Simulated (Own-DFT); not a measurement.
# A layer strained by its substrate: wurtzite GaN, 72 atoms (Ga36N36)

Everything here is calculated. The program is Own-DFT (plane waves, in-house, since retired, never reviewed by a person); positions were held fixed, and spin and spin-orbit coupling were off.

Common settings: PBE; PseudoDojo norm-conserving scalar-relativistic files; cutoff 42 hartree; 4 x 4 x 3 k mesh centred on Gamma; Fermi-Dirac smearing of 0.1 eV.

Known weak points: forces not confirmed at this smearing and k mesh; stress not checked against mesh or cutoff.

Unstrained cell vectors in Å: (9.567, 0.000, 0.000); (-4.784, 8.285, 0.000); (0.000, 0.000, 10.370). The unstrained cell has measured lattice constants (interpolated for alloys), not those of this functional. That, the random moves and any unrelaxed bonds set the pressure at no strain. Each run strains x and y alike by e, as a substrate would, and holds the height along z. Random moves of width 0.05 Å per axis were added to every atom. Stress is positive in tension.

| e (%) | u (Å) | (s_xx + s_yy)/2 (GPa) | s_zz (GPa) |
|---|---|---|---|
| -3.00 | 0.048 | -26.34 | -12.41 |
| -1.00 | 0.048 | -13.60 | -8.61 |
| -0.50 | 0.050 | -10.22 | -9.19 |
| -0.25 | 0.047 | -8.26 | -8.21 |
| 0.25 | 0.054 | -5.40 | -11.05 |
| 1.25 | 0.049 | -1.69 | -5.32 |
| 1.50 | 0.048 | 0.29 | -5.27 |
| 2.25 | 0.048 | 3.25 | -4.04 |
| 2.75 | 0.045 | ? | ? |
| 3.00 | 0.053 | 5.97 | -3.33 |

## Analysis

With e as a fraction, the in-plane stress is -7.3 + 540 e - 3253 e² GPa (errors 9 and 449, scatter 0.46), and s_zz is -8.1 + 157 e GPa (slope ± 27, scatter 1.40). At e = 0 the first slope is C11 + C12 and the second 2 C13, both with the ions held to the strained lattice and at the cell's own pressure. The term in e² is negative: the layer stiffens under compression and softens under tension. A free layer would change its height as e changes, and the in-plane slope would drop by 2 C13²/C33 to the biaxial modulus. At fixed height, a misfit of 1 % moves the in-plane stress by about 5.4 GPa and s_zz by 1.6 GPa.

## Test on the hidden row

Question: what are the two stresses at e = 2.75 %?

From the fit: 5.1 and -3.8 GPa. The hidden result is 5.58 and -3.84 GPa.
